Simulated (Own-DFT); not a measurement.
Hf$_{16}$O$_{31}$ (monoclinic hafnia with two neutral oxygen vacancies, atoms displaced) (calculated)

A calculation, not a measurement: plane-wave PBE and HSE06 DFT by an unreviewed code, no spin, of a simulated cell at Gamma alone, so results move with cell size and shape, stress positive in tension, energies less offsets, not probed for a lower state with spin; hafnium file: forces about 75 meV/angstrom off all-electron values; oxygen file: force components 24 meV/angstrom off all-electron in a glass; k mesh not checked against a denser one; forces and stress are PBE's, HSE06 gives the energy alone, and its difference from PBE has offsets of its own; offsets are fitted by least squares, one for each functional and potential file, so energies compare only between cells with the same atoms and settings and are not formation energies; the far tail of each file's local potential was reset to the Coulomb form; each entry is a single point on an unrelaxed cell, so the pressure reflects the starting lattice, mostly measured values, from which strain is counted, and rises with the displacements; printed positions are rounded, which can move forces by about a meV/angstrom; the program is a retired in-house code; no spin-orbit coupling. Program: Own-DFT development build.

```cif
# cell vector a (Å): 10.2340 0.0000 0.0000
# cell vector b (Å): 0.0000 10.3500 0.0000
# cell vector c (Å): -1.6955 0.0000 10.4453
data_Hf16O31
_symmetry_space_group_name_H-M 'P 1'
_symmetry_Int_Tables_number 1
_cell_length_a 10.2340
_cell_length_b 10.3500
_cell_length_c 10.5820
_cell_angle_alpha 90.000
_cell_angle_beta 99.220
_cell_angle_gamma 90.000
_cell_volume 1106.39
loop_
_atom_site_label
_atom_site_type_symbol
_atom_site_fract_x
_atom_site_fract_y
_atom_site_fract_z
_atom_site_occupancy
Hf1 Hf 0.13305 0.02843 0.10642 1
Hf2 Hf 0.37286 0.28399 0.13848 1
Hf3 Hf 0.35963 0.47937 0.39073 1
Hf4 Hf 0.12892 0.23700 0.34083 1
O1 O 0.03895 0.15878 0.19137 1
O2 O 0.45455 0.40750 0.06943 1
O3 O 0.46955 0.34165 0.33135 1
O4 O 0.04509 0.08743 0.42233 1
O5 O 0.22032 0.37661 0.25253 1
O6 O 0.27626 0.13286 0.02029 1
O7 O 0.27080 0.11242 0.25427 1
O8 O 0.21346 0.37861 0.50159 1
Hf5 Hf 0.14291 0.01729 0.60127 1
Hf6 Hf 0.37014 0.27874 0.64912 1
Hf7 Hf 0.35954 0.47866 0.90107 1
Hf8 Hf 0.12361 0.22385 0.85282 1
O9 O 0.02704 0.15918 0.66316 1
O10 O 0.45199 0.40657 0.58857 1
O11 O 0.43789 0.33188 0.83188 1
O12 O 0.03540 0.08687 0.92454 1
O13 O 0.23057 0.38479 0.73829 1
O14 O 0.28004 0.12779 0.50068 1
O15 O 0.27764 0.11255 0.75504 1
O16 O 0.22228 0.36972 0.98456 1
Hf9 Hf 0.14632 0.51861 0.09964 1
Hf10 Hf 0.36235 0.78082 0.15694 1
Hf11 Hf 0.36511 0.97880 0.39274 1
Hf12 Hf 0.13522 0.71865 0.35333 1
O17 O 0.03249 0.67075 0.17888 1
O18 O 0.46792 0.92014 0.07285 1
O19 O 0.45116 0.83881 0.32506 1
O20 O 0.03499 0.57601 0.42925 1
O21 O 0.22489 0.87136 0.24863 1
O22 O 0.27396 0.63271 0.00858 1
O23 O 0.29014 0.61423 0.26478 1
O24 O 0.21504 0.88123 0.48125 1
Hf13 Hf 0.14202 0.51720 0.60055 1
Hf14 Hf 0.36980 0.76634 0.64501 1
Hf15 Hf 0.35527 0.97472 0.89042 1
Hf16 Hf 0.12549 0.73401 0.83671 1
O25 O 0.03274 0.67897 0.67082 1
O26 O 0.46463 0.91100 0.58281 1
O27 O 0.46709 0.82492 0.82996 1
O28 O 0.02881 0.58286 0.92542 1
O29 O 0.22657 0.88519 0.72952 1
O30 O 0.27574 0.61556 0.50787 1
O31 O 0.28081 0.62466 0.76136 1
O32 O 0.22001 0.87279 0.99510 1
Hf17 Hf 0.64772 0.01959 0.10243 1
Hf18 Hf 0.86319 0.29225 0.13346 1
Hf19 Hf 0.86241 0.46093 0.40581 1
Hf20 Hf 0.64231 0.23945 0.35562 1
O33 O 0.53984 0.17130 0.19652 1
O34 O 0.96739 0.42628 0.07948 1
O35 O 0.97921 0.33755 0.32755 1
O36 O 0.53363 0.08487 0.43494 1
O37 O 0.72586 0.37600 0.24283 1
O38 O 0.78396 0.12804 0.01989 1
O39 O 0.77899 0.11676 0.24801 1
O40 O 0.72224 0.37071 0.49327 1
Hf21 Hf 0.65774 0.01290 0.59957 1
Hf22 Hf 0.87278 0.26534 0.64141 1
Hf23 Hf 0.85629 0.48360 0.90185 1
Hf24 Hf 0.62601 0.23760 0.85599 1
O41 O 0.54071 0.16771 0.68567 1
O42 O 0.95331 0.41293 0.57968 1
O43 O 0.97190 0.32657 0.84044 1
O44 O 0.53681 0.08905 0.92862 1
O45 O 0.72259 0.38129 0.74488 1
O46 O 0.78110 0.13330 0.52601 1
O47 O 0.77410 0.12738 0.75805 1
O48 O 0.71833 0.37509 0.98927 1
Hf25 Hf 0.63922 0.51592 0.11195 1
Hf26 Hf 0.87315 0.78203 0.12951 1
Hf27 Hf 0.85180 0.98104 0.40423 1
Hf28 Hf 0.63427 0.73197 0.33150 1
O49 O 0.52674 0.67111 0.17354 1
O50 O 0.95542 0.91319 0.06524 1
O51 O 0.97219 0.82522 0.32923 1
O52 O 0.53918 0.59528 0.41053 1
O53 O 0.71713 0.88361 0.23138 1
O54 O 0.76914 0.61075 0.00363 1
O55 O 0.77611 0.61357 0.26579 1
Hf29 Hf 0.63809 0.52712 0.61378 1
Hf30 Hf 0.86228 0.77844 0.65308 1
Hf31 Hf 0.86081 0.97283 0.90243 1
Hf32 Hf 0.62599 0.72221 0.83670 1
O56 O 0.54494 0.66421 0.67130 1
O57 O 0.96614 0.82918 0.81812 1
O58 O 0.54436 0.59211 0.93681 1
O59 O 0.73485 0.89749 0.74096 1
O60 O 0.77549 0.62957 0.51423 1
O61 O 0.76179 0.62255 0.76596 1
O62 O 0.72440 0.87565 0.99399 1
_calc_first_functional 'PBE'
_calc_second_functional 'HSE06'
_calc_exact_exchange_share 0.25
_calc_screening 0.11  # 1/bohr
_calc_exchange_divergence 'Gygi-Baldereschi'
_calc_potential_files 'PseudoDojo norm-conserving, scalar-relativistic, made for PBE, standard set'
_calc_wave_cutoff 48  # hartree
_calc_occupations 'fixed'
_calc_k_mesh '1 x 1 x 1 centred on Gamma'
_calc_PBE_energy_of_cell_above_offsets '-75.682'  # eV
_calc_HSE06_less_PBE_above_offsets '1.056'  # eV
_calc_PBE_pressure 10.8  # GPa
_calc_PBE_stress_xx -10.9  # GPa
_calc_PBE_stress_yy -11  # GPa
_calc_PBE_stress_zz -10.51  # GPa
_calc_PBE_stress_yz 1.74  # GPa
_calc_PBE_stress_xz -0.16  # GPa
_calc_PBE_stress_xy 0.7  # GPa
```

Force:
| element | x (eV/Å) | y (eV/Å) | z (eV/Å) |
| --- | --- | --- | --- |
| Hf | 3.241 | -0.976 | 1.009 |
| Hf | -4.484 | -7.957 | 4.566 |
| Hf | 0.173 | -0.167 | 2.112 |
| Hf | 5.199 | -3.693 | 5.611 |
| O | -3.202 | 0.425 | -4.651 |
| O | 5.451 | 5.185 | -0.81 |
| O | 0.272 | 0.088 | -0.585 |
| O | -3.137 | -1.752 | 0.912 |
| O | 1.509 | 1.512 | -2.618 |
| O | -0.143 | -0.119 | -1.309 |
| O | 0.631 | 0.117 | 0.112 |
| O | 0.771 | -1.15 | -1.729 |
| Hf | 1.191 | 2 | -2.363 |
| Hf | -5.081 | -7.004 | 0.108 |
| Hf | -1.602 | 2.778 | -2.337 |
| Hf | 4.553 | 0.381 | -0.788 |
| O | 1.445 | -0.272 | 1.344 |
| O | 5.756 | 6.892 | -3.047 |
| O | 3.952 | -1.295 | 1.352 |
| O | -1.502 | -1.91 | 0.796 |
| O | -2.001 | 0.121 | 0.474 |
| O | -0.139 | 0.918 | 1.422 |
| O | -0.987 | 0.485 | 0.851 |
| O | -0.774 | 0.703 | 0.995 |
| Hf | 0.012 | 1.717 | 0.201 |
| Hf | -1.348 | 0.115 | -3.622 |
| Hf | -2.959 | 3.264 | 1.606 |
| Hf | 0.138 | 1.647 | 0.991 |
| O | 1.55 | -1.842 | -1.751 |
| O | -0.553 | -0.543 | 0.459 |
| O | 3.841 | -1.891 | 0.424 |
| O | -0.718 | 0.018 | -0.607 |
| O | -1.215 | 0.4 | -1.6 |
| O | -0.43 | -0.623 | 0.613 |
| O | -1.294 | 0.615 | -1.647 |
| O | 0.551 | -2.121 | 0.832 |
| Hf | -0.155 | -0.158 | 1.243 |
| Hf | -2.335 | 1.078 | -1.165 |
| Hf | 0.828 | 1.027 | 1.561 |
| Hf | 4.059 | -1.71 | 3.418 |
| O | 0.238 | -1.208 | -1.575 |
| O | 1.101 | -0.118 | -0.066 |
| O | -1.5 | 1.19 | -0.867 |
| O | 0.66 | 0.911 | -0.605 |
| O | -0.057 | -2.489 | 1.581 |
| O | 0.783 | 2.149 | 0.67 |
| O | -0.226 | 0.081 | -0.442 |
| O | -0.002 | 0.346 | -1.207 |
| Hf | -2.323 | 1.917 | 0.246 |
| Hf | -0.868 | -5.072 | 2.546 |
| Hf | 0.221 | 4.322 | -1.185 |
| Hf | -1.536 | -3.131 | 0.702 |
| O | -0.569 | -0.501 | -2.939 |
| O | 0.411 | -0.048 | -0.003 |
| O | -4.796 | 2.462 | -1.133 |
| O | 1.813 | 0.701 | -0.527 |
| O | 0.63 | -0.228 | -0.572 |
| O | 0.777 | 0.968 | -1.456 |
| O | 0.046 | 0.872 | 2.566 |
| O | -0.44 | 0.198 | 0.048 |
| Hf | -3.535 | 2.544 | 0.736 |
| Hf | -3.542 | -0.163 | 3.54 |
| Hf | 0.739 | -0.312 | -2.368 |
| Hf | 0.766 | -2.394 | -1.474 |
| O | -0.414 | 0.107 | -0.675 |
| O | 2.5 | 1.751 | 0.475 |
| O | -2.294 | 1.579 | -0.705 |
| O | -0.582 | -0.149 | -0.092 |
| O | 0.183 | 0.839 | -0.09 |
| O | 0.402 | -1.101 | -3.823 |
| O | 0.506 | -0.212 | 1.506 |
| O | -0.012 | -0.248 | 1.295 |
| Hf | 0.05 | 2.696 | -0.404 |
| Hf | -3.762 | -5.256 | 5.132 |
| Hf | 3.313 | -0.057 | -2.209 |
| Hf | 1.106 | -0.31 | 3.156 |
| O | 1.055 | -1.672 | -1.345 |
| O | 4.361 | 2.702 | 0.626 |
| O | -2.703 | 2.045 | -0.203 |
| O | -1.574 | -1.824 | 1.769 |
| O | 1.223 | -1.424 | 1.658 |
| O | 0.895 | 2.448 | 2.092 |
| O | -0.557 | -0.212 | -1.105 |
| Hf | 2.743 | -3.478 | -3.398 |
| Hf | -0.357 | -1.186 | -3.739 |
| Hf | -1.213 | 4.005 | -3.708 |
| Hf | 1.041 | 1.786 | 6.096 |
| O | -3.551 | 1.449 | -1.406 |
| O | -1.935 | 2.602 | 2.087 |
| O | -2.163 | -1.509 | -0.892 |
| O | -0.641 | -3.307 | 0.92 |
| O | -0.148 | 0.581 | 0.986 |
| O | 2.681 | -0.631 | -0.91 |
| O | -0.009 | -1.309 | -1.69 |
